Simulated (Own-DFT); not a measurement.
Simulation results for SiC (4H silicon carbide, strained, atoms displaced), Si3N4 (beta silicon nitride, strained, atoms displaced)

Computed with Own-DFT development build. A calculation, not a measurement: plane-wave PBE density functional theory by an unreviewed code, no spin, of a simulated periodic cell, stress positive in tension, free energy of the whole cell less one offset for each atom, forces on such cells passed a denser k mesh, this cell's mesh not checked; offsets are fitted by least squares, one for each functional and potential file, so energies compare only between cells with the same atoms and settings and are not formation energies; the far tail of each file's local potential was reset to the Coulomb form; each entry is a single point on an unrelaxed cell, so the pressure reflects the starting lattice, mostly measured values (interpolated for alloys), from which strain is counted, and rises with the displacements; printed positions are rounded, which can move forces by about a meV/angstrom; the program, named Own-DFT, is a retired in-house code; no spin-orbit coupling.

Settings shared by all entries: functional PBE; potential files PseudoDojo norm-conserving, scalar-relativistic, standard set; wave cutoff 42 hartree; occupations Fermi-Dirac; smearing width 0.1 eV.

(1) 
```xyz
72
Lattice="9.2368 -0.0960 -0.0353 -4.7015 8.1995 -0.0651 -0.0384 -0.1040 9.9469" Properties=species:S:1:pos:R:3:force_x:R:1:force_y:R:1:force_z:R:1 formula=SiC hardware=one_NVIDIA_H100 k_mesh=4_x_4_x_3_centred_on_Gamma free_energy_of_cell_above_offsets=-4.987 pressure=4.5 stress_xx=-2.6 stress_yy=2.8 stress_zz=-13.69 stress_yz=-2.55 stress_xz=-0.59 stress_xy=-3.97 wall_time=349.9
Si     9.1555    -0.1225     3.9996      1.666      0.205     -0.263
Si    -0.1445     1.7067     1.5718      2.594      1.825     -1.079
C     -4.6512     8.1809     0.8741     -0.706     -0.839     -0.074
C     -0.0597     1.7989     3.4190      0.047     -0.856      0.141
Si    -1.5721     2.6728     4.0324     -0.011      0.973     -1.476
Si    -1.5598     4.5110     1.5159      0.549      0.717      0.652
C     -1.5274     2.7860     0.9447     -1.754     -1.955     -0.695
C     -1.5453     4.5578     3.4020     -0.243     -1.213      0.103
Si     6.0850     5.2879     3.9196      0.808       1.66       1.06
Si    -3.0550     7.2174     1.5076     -1.996      0.709      1.273
C     -3.0680     5.4473     1.0040     -1.482      -0.54     -1.986
C     -3.1921     7.2513     3.4304     -0.114     -0.381     -1.023
Si     3.0825    -0.0260     4.0123      -1.26     -1.932      0.518
Si     3.0821     1.7640     1.5783     -1.844     -0.436     -2.573
C     -1.6129     8.1213     0.8868      1.467      0.811     -0.688
C      3.0108     1.6282     3.3461      0.859      3.178      1.211
Si     1.5145     2.6324     4.0043      0.054     -0.653     -1.477
Si     1.4669     4.4625     1.5053     -0.378      -0.75     -1.161
C      1.4685     2.7254     0.7817      0.406     -1.296      3.236
C      1.4775     4.3934     3.3625     -0.486      1.004     -0.388
Si     0.0212     5.4691     3.9938     -1.674     -2.219     -0.108
Si     0.0057     7.2473     1.4741     -1.439     -1.138     -0.078
C     -0.0300     5.3401     0.7648      0.146      1.817       2.39
C     -0.1311     7.1834     3.4260      1.187      1.029     -1.983
Si     6.0432    -0.0356     4.0932        1.1     -1.147     -2.631
Si     6.1357     1.7612     1.5320      0.058      0.147     -0.834
C      6.1693    -0.0179     0.8696      0.188      0.041     -0.106
C      6.1105     1.6442     3.3652      0.134      1.881      0.663
Si     4.6529     2.7091     3.9750     -1.618     -3.354      0.931
Si     4.4497     4.4879     1.4352      3.904     -1.548      1.982
C      4.5525     2.6304     0.8570      0.638       0.68      1.671
C      4.6040     4.3626     3.4004     -2.063      2.601     -2.292
Si     2.9085     5.3786     3.8800       2.68      0.221      1.895
Si     2.9702     7.2500     1.4659      0.902     -0.748     -1.033
C      3.0200     5.3202     0.8979      -1.78      2.735     -0.844
C      2.9537     7.2709     3.2958     -1.539     -1.593       1.03
Si    -0.0005    -0.0650     9.0035     -0.681     -0.912      0.703
Si     4.5385     6.3049     6.4473     -0.462     -1.582     -0.124
C      4.4502     8.0413     5.7767      0.336       1.24      1.318
C      4.4970     6.1843     8.3312      1.548      1.081      0.379
Si    -3.0834     5.3550     9.0186     -1.829     -0.205     -0.211
Si     6.2167     3.3999     6.3664     -3.629      2.581      2.022
C      6.0382     5.3191     5.8389      0.688     -0.886     -0.492
C      5.9751     3.4490     8.3488      2.451      0.418     -0.553
Si     7.4932     2.4740     8.9604      1.977      3.398      0.764
Si     7.6803     0.9104     6.4877     -0.191     -4.279      0.389
C      7.6702     2.5284     5.8303      1.087      1.862     -0.412
C      7.7104     0.8172     8.3828     -0.882     -1.876     -1.004
Si     6.0957    -0.0650     8.9175      0.425     -1.253      0.734
Si     1.4827     6.3170     6.3790     -0.505     -1.206      1.326
C      6.0541    -0.1153     5.8460      3.085     -0.055      1.902
C      1.3991     6.3158     8.3009      1.672      0.136     -0.097
Si     3.0074     5.3288     8.9537     -1.423      0.326       -0.4
Si     3.0459     3.5848     6.5426      0.299     -0.973     -3.457
C      3.0019     5.3731     5.8678      0.004      0.141     -1.376
C      2.9240     3.5574     8.3039      1.801     -0.236      2.167
Si     4.5374     2.6047     9.0261     -1.633     -0.646     -2.536
Si     4.6500     0.6684     6.5569     -2.876      3.088     -2.752
C      4.6258     2.5922     5.8336     -0.361     -0.362      0.657
C      4.5488     0.7962     8.2989      0.113       0.23      3.146
Si    -1.6522     8.0657     8.9510     -0.079     -0.462     -0.356
Si    -1.6929     6.2823     6.5020      1.292      0.531      -2.61
C      3.0846    -0.0439     5.8297     -0.898     -0.947      2.488
C     -1.6408     6.2184     8.2960        0.9      1.018      1.753
Si    -0.0139     5.3186     8.9005     -1.394      0.623     -0.476
Si    -0.0622     3.5872     6.5131      1.423       -0.3     -2.062
C     -0.0385     5.3322     5.8103     -0.696      1.015      1.185
C     -0.0746     3.5792     8.3026     -0.592     -1.452      1.223
Si     1.4904     2.6474     8.9413     -1.536     -0.441     -0.336
Si     1.4744     0.8655     6.5651      1.115     -0.649     -2.209
C      1.5232     2.5967     5.7667     -0.399      1.069      3.654
C      1.4923     0.8096     8.4130      0.848      0.329     -0.308
```

Units: free_energy_of_cell_above_offsets in eV; pressure, stress_xx, stress_yy, stress_zz, stress_yz, stress_xz, stress_xy in GPa; wall_time in s; force_x, force_y, force_z in eV/Å.

(2) 
```xyz
72
Lattice="9.2238 -0.0265 0.1586 -4.6348 7.8812 -0.2331 0.1727 -0.1933 10.0155" Properties=species:S:1:pos:R:3:force_x:R:1:force_y:R:1:force_z:R:1 formula=SiC hardware=one_NVIDIA_H100 k_mesh=4_x_4_x_3_centred_on_Gamma free_energy_of_cell_above_offsets=-4.825 pressure=11.24 stress_xx=-8.04 stress_yy=-14.01 stress_zz=-11.67 stress_yz=-5.84 stress_xz=5.77 stress_xy=-1.29 wall_time=343.1
Si     4.6274     7.7404     3.9602      0.657      1.274      0.574
Si     0.1188     1.7287     1.5549     -1.833      0.512     -0.888
C      4.5909     7.8165     0.8964      1.552       0.91      -1.59
C      0.0946     1.7111     3.3953     -0.716     -0.462      0.646
Si    -1.4925     2.6221     3.9549     -0.007     -2.595     -0.048
Si    -1.5464     4.3823     1.5645     -1.207     -1.191     -2.688
C     -1.5286     2.6459     0.8180      0.372     -0.693      2.071
C     -1.4794     4.2883     3.3269      0.129        1.8      1.784
Si     6.2114     5.1268     4.1145     -1.018        0.4     -1.251
Si    -3.0367     6.9886     1.3362     -1.239      0.006      1.843
C      6.0992     5.2352     0.9306      1.816     -0.004     -0.424
C     -3.0268     6.9504     3.2967       0.92     -0.306     -0.824
Si     3.2219    -0.0263     4.1587     -1.787     -0.186     -0.473
Si     3.0982     1.6742     1.6363      0.926       1.76     -3.655
C      3.1023    -0.0239     0.9678     -0.532      -0.26      0.264
C      3.1472     1.7501     3.3443     -0.422     -1.549      4.477
Si     1.6208     2.5444     4.0590     -0.331      0.346     -0.683
Si     1.5771     4.3780     1.4489     -0.426     -0.388      2.071
C      1.6228     2.6025     0.9274      -0.41      0.052     -0.987
C      1.5732     4.3492     3.4521     -1.046     -1.037     -1.316
Si     0.0443     5.2274     4.0442      -0.21     -0.919     -4.354
Si    -0.0483     6.9857     1.3414      1.039      -0.97      1.998
C     -0.0531     5.1528     0.9493      1.768      2.052     -2.485
C      0.0289     6.9116     3.2811      0.084      0.673     -0.332
Si     1.5881     7.6964     3.9226     -0.796      2.751      0.348
Si     6.1620     1.6801     1.5854      0.347      2.108      0.539
C      6.1416    -0.0168     1.0332      0.421     -1.444      -0.32
C      6.1674     1.7396     3.4170      0.625     -1.532      2.066
Si     4.6132     2.5662     4.0938      1.547     -0.858     -1.589
Si     4.6473     4.3892     1.5745     -1.299     -1.552      0.175
C      4.6546     2.5762     0.9389     -0.883      0.753      0.469
C      4.6014     4.2278     3.4386      0.509      3.042      0.085
Si     3.0217     5.2214     3.9890      2.671     -1.573        0.6
Si     3.0771     6.9854     1.3582     -0.791       0.57       2.76
C      3.0789     5.2833     0.8785      0.318     -2.048     -1.709
C      3.0965     6.9000     3.3945      0.598      0.767     -2.426
Si     4.7601     7.6366     8.9468      0.741      2.815      1.993
Si     4.6989     5.9661     6.5236      0.761      0.914     -1.185
C      9.2747    -0.1237     6.0817       2.42     -0.955     -0.071
C      4.7285     6.0106     8.3708      0.526      -3.75      -0.21
Si    -2.9104     5.1741     8.8818     -1.355     -2.224      0.599
Si     6.2756     3.2795     6.6590     -0.011      1.227     -1.917
C     -2.9321     5.1489     5.7710     -0.415     -0.686      1.561
C      6.3075     3.2718     8.4851      -1.17      1.845      0.085
Si     7.7261     2.4568     9.2174      3.172     -1.141     -1.513
Si     7.8663     0.7574     6.6679     -2.287     -1.199      0.251
C     -1.3883     2.4819     5.8435     -0.998      0.939     -0.213
C      7.9651     0.6263     8.5198     -2.582       1.88      1.079
Si     6.3628    -0.1782     9.2180     -0.296      1.419     -1.699
Si     1.6292     5.9244     6.5193      0.236      1.208     -1.152
C      1.5860     7.6741     5.8331      1.327       0.75     -0.546
C      1.6544     6.0022     8.3743      1.883      -1.66     -0.343
Si     3.2584     4.9822     8.9111     -0.731      1.791      1.732
Si     3.2094     3.2762     6.5376     -0.036      1.433     -0.617
C      3.1958     5.1448     5.8469     -0.965     -1.549      1.472
C      3.2697     3.2245     8.4120     -1.516        1.4     -0.676
Si     4.7527     2.5179     9.1275      1.021     -3.178      0.065
Si     4.7491     0.7184     6.6094      0.143      0.313      1.055
C      4.7275     2.4787     5.8878      0.509     -0.419      1.918
C      4.7994     0.6650     8.5092     -0.288      0.783      0.525
Si    -1.4464     7.6925     8.9315      2.038      0.928     -1.597
Si    -1.3640     6.0235     6.3943     -2.626      0.712      0.915
C      3.2117    -0.0872     6.0495     -0.885     -0.012     -0.924
C     -1.4585     5.9800     8.2890        2.7     -0.138     -0.122
Si     0.2539     5.1392     9.0139      -3.56     -2.025      0.561
Si     0.0719     3.4222     6.4627      0.992     -1.137      0.747
C      0.0440     5.1525     5.7562      1.835     -0.891      3.736
C      0.1394     3.3331     8.3882     -0.355      0.933     -0.484
Si     1.6525     2.4574     9.0125      0.507     -0.474      1.146
Si     1.6249     0.8004     6.6584      0.182     -2.565     -1.773
C      1.6759     2.4285     5.9151      -0.81      2.313      0.015
C      1.7455     0.6896     8.4655     -1.453       0.19      0.857
```

Units: free_energy_of_cell_above_offsets in eV; pressure, stress_xx, stress_yy, stress_zz, stress_yz, stress_xz, stress_xy in GPa; wall_time in s; force_x, force_y, force_z in eV/Å.

(3) 
```xyz
42
Lattice="7.6497 -0.0686 -0.0146 -3.8842 6.6148 -0.0052 -0.0168 -0.0166 8.7259" Properties=species:S:1:pos:R:3:force_x:R:1:force_y:R:1:force_z:R:1 formula=Si3N4 k_mesh=3_x_3_x_3_centred_on_Gamma free_energy_of_cell_above_offsets=-4.502 pressure=5.92 stress_xx=-2.96 stress_yy=-6.59 stress_zz=-8.2 stress_yz=-2.23 stress_xz=-2.29 stress_xy=-3.08
Si    -1.7247     5.1152     0.6839      2.656     -0.812       2.95
Si     0.3006     2.6798     0.7464     -3.698       2.03       -1.7
Si     1.4261     5.4738     0.7481      -2.14     -3.246     -1.271
Si     5.4340     1.4603     2.2078     -1.783     -0.403     -1.513
Si     3.5231     3.8543     2.1923      2.118      0.174      0.407
Si     2.3936     1.1422     2.1515      0.009     -0.282      2.012
N      2.3548     0.2640     0.7408     -0.359     -2.625     -1.745
N      6.2198     1.9464     0.7684      1.592      0.164     -0.714
N      2.7773     4.4080     0.7532      0.435     -0.582     -1.231
N      1.2732     6.3065     2.1414       0.91      2.708      3.063
N     -2.4597     4.6470     2.2579     -1.615     -0.613     -2.359
N      1.0002     2.1553     2.1213      0.437     -0.328      4.167
N     -0.0159     4.4005     0.6941     -0.627      0.352      0.364
N      3.7723     2.1223     2.1423      1.359      0.845      0.524
Si    -1.6186     5.1071     3.6376     -1.757     -2.051      0.992
Si     0.1084     2.6835     3.6888      3.255      0.704     -0.326
Si     1.3578     5.3932     3.6361     -0.827     -0.034      0.377
Si     5.3672     1.5283     5.0353     -0.606      -1.04      1.385
Si     3.5920     3.8663     5.1867      -2.15     -1.341     -2.485
Si     2.4073     1.0434     5.0779     -0.642      1.799      0.713
N      2.4339     0.1306     3.6636     -0.533        2.5     -1.376
N      6.2582     1.9076     3.6208     -1.257     -0.657      0.159
N      2.7836     4.3947     3.6505     -0.615      0.085      0.857
N      1.2219     6.4082     5.0658      1.114     -0.485     -0.059
N     -2.5284     4.5701     5.1369      2.309      1.432     -0.285
N      1.0311     2.1917     5.1638      0.233     -1.095     -2.228
N     -0.1046     4.4105     3.6931      2.253      -1.39     -0.104
N      3.7414     2.0976     5.1165      0.807      1.884     -0.477
Si    -1.7156     5.1382     6.5751      1.703     -5.393      0.068
Si     0.2258     2.6773     6.5841      -1.92      0.627     -0.938
Si     1.3360     5.4853     6.5526     -0.944      -0.75     -0.332
Si     5.4160     1.4678     8.0314      0.715     -0.577     -1.372
Si     3.5168     3.8493     7.9337     -0.171     -1.526      1.957
Si     2.3760     1.1020     7.9691      1.084      0.684      0.512
N      2.4016     0.1164     6.5573      -0.44      2.795      -0.19
N      6.2283     1.8992     6.4572      1.109      0.328       2.43
N      2.6806     4.3793     6.5397      0.868      0.229      0.222
N      1.3080     6.3184     8.0537      1.052      2.508     -1.549
N     -2.5596     4.5809     8.0400      0.513      0.804     -1.763
N      1.0156     2.1771     7.9921      0.836     -1.081      0.551
N      0.0333     4.3750     6.6097      -2.91      0.967     -0.486
N      3.8415     2.0425     7.8666     -2.372      2.692      0.793
```

Units: free_energy_of_cell_above_offsets in eV; pressure, stress_xx, stress_yy, stress_zz, stress_yz, stress_xz, stress_xy in GPa; force_x, force_y, force_z in eV/Å.

(4) 
```xyz
42
Lattice="7.5165 -0.1067 0.0264 -3.8506 6.6294 0.0607 0.0303 0.0979 8.8933" Properties=species:S:1:pos:R:3:force_x:R:1:force_y:R:1:force_z:R:1 formula=Si3N4 k_mesh=3_x_3_x_3_centred_on_Gamma free_energy_of_cell_above_offsets=-2.241 pressure=7.26 stress_xx=-10.4 stress_yy=-9.87 stress_zz=-1.51 stress_yz=3.17 stress_xz=0.54 stress_xy=-7.15
Si    -1.7502     5.0694     0.7883      4.701      1.463       3.11
Si     0.1662     2.6068     0.7841      1.828      2.936      -0.43
Si     1.3084     5.4716     0.8230       0.42     -2.612     -1.067
Si     5.4303     1.4833     2.3111     -4.142     -0.996     -1.936
Si     3.4516     3.8566     2.3577      0.718      1.051     -2.418
Si     2.3227     1.1112     2.3271       1.59      1.042     -2.562
N      2.3648     0.2460     0.7442     -0.309     -2.752      2.475
N      6.1241     1.9151     0.8452     -0.982     -0.992      -2.13
N      2.6992     4.3785     0.8689      0.322      0.294     -1.613
N      1.3585     6.3402     2.2456      0.526      2.527      3.524
N     -2.4508     4.6784     2.3099     -0.364     -0.209      0.775
N      1.0056     2.1726     2.2450     -2.056      0.421      1.429
N     -0.0209     4.4030     0.6875     -1.815      -0.45      0.874
N      3.7014     2.2228     2.2720      1.999     -3.377      0.694
Si    -1.6646     5.0908     3.8189      2.125      0.883     -1.719
Si     0.0584     2.6925     3.7575      12.04      4.914     -0.597
Si     1.3493     5.4482     3.8434      0.501      -0.08     -2.703
Si     5.3567     1.5204     5.1277     -1.622     -0.043      4.545
Si     3.4080     3.9634     5.2130      3.202     -1.472      3.263
Si     2.4051     1.2648     5.2184     -1.446     -1.927     -0.877
N      2.3933     0.2073     3.7276     -0.282     -0.179      2.055
N      6.2250     1.9532     3.7555     -8.367     -3.875     -0.445
N      2.7392     4.3427     3.8049     -2.741      2.509     -1.397
N      1.3166     6.4149     5.2318      0.671      0.619       1.31
N     -2.4581     4.7005     5.2523     -0.317      -0.23      1.013
N      0.9984     2.3032     5.2293     -0.075     -0.857     -0.301
N      0.0447     4.4351     3.7079     -3.594     -1.175      0.567
N      3.7453     2.2526     5.2623      1.753     -0.211      -0.54
Si    -1.6000     5.2114     6.7217     -0.521     -2.639       0.52
Si     0.2425     2.6999     6.7539     -0.813      1.118      -0.53
Si     1.3557     5.4606     6.8117     -1.024     -0.504     -1.953
Si     5.3341     1.4574     8.1317     -0.406      4.169      2.569
Si     3.6015     3.8900     8.1896     -2.668      3.427      1.899
Si     2.4034     1.1520     8.2163      0.031      2.609     -2.298
N      2.3210     0.2413     6.6376      0.439       2.04      1.449
N      6.1603     1.9443     6.7863      0.483     -0.017     -3.745
N      2.7314     4.4177     6.7285     -0.253      0.709      0.703
N      1.3503     6.4770     8.1725     -0.148     -2.694      1.461
N     -2.3967     4.7194     8.3056     -1.051      0.048     -4.912
N      1.0349     2.2654     8.2015      0.309     -0.957      0.112
N     -0.0670     4.4243     6.7205      1.195      0.986      -0.05
N      3.7850     2.3038     8.1661      0.147     -5.519     -0.125
```

Units: free_energy_of_cell_above_offsets in eV; pressure, stress_xx, stress_yy, stress_zz, stress_yz, stress_xz, stress_xy in GPa; force_x, force_y, force_z in eV/Å.
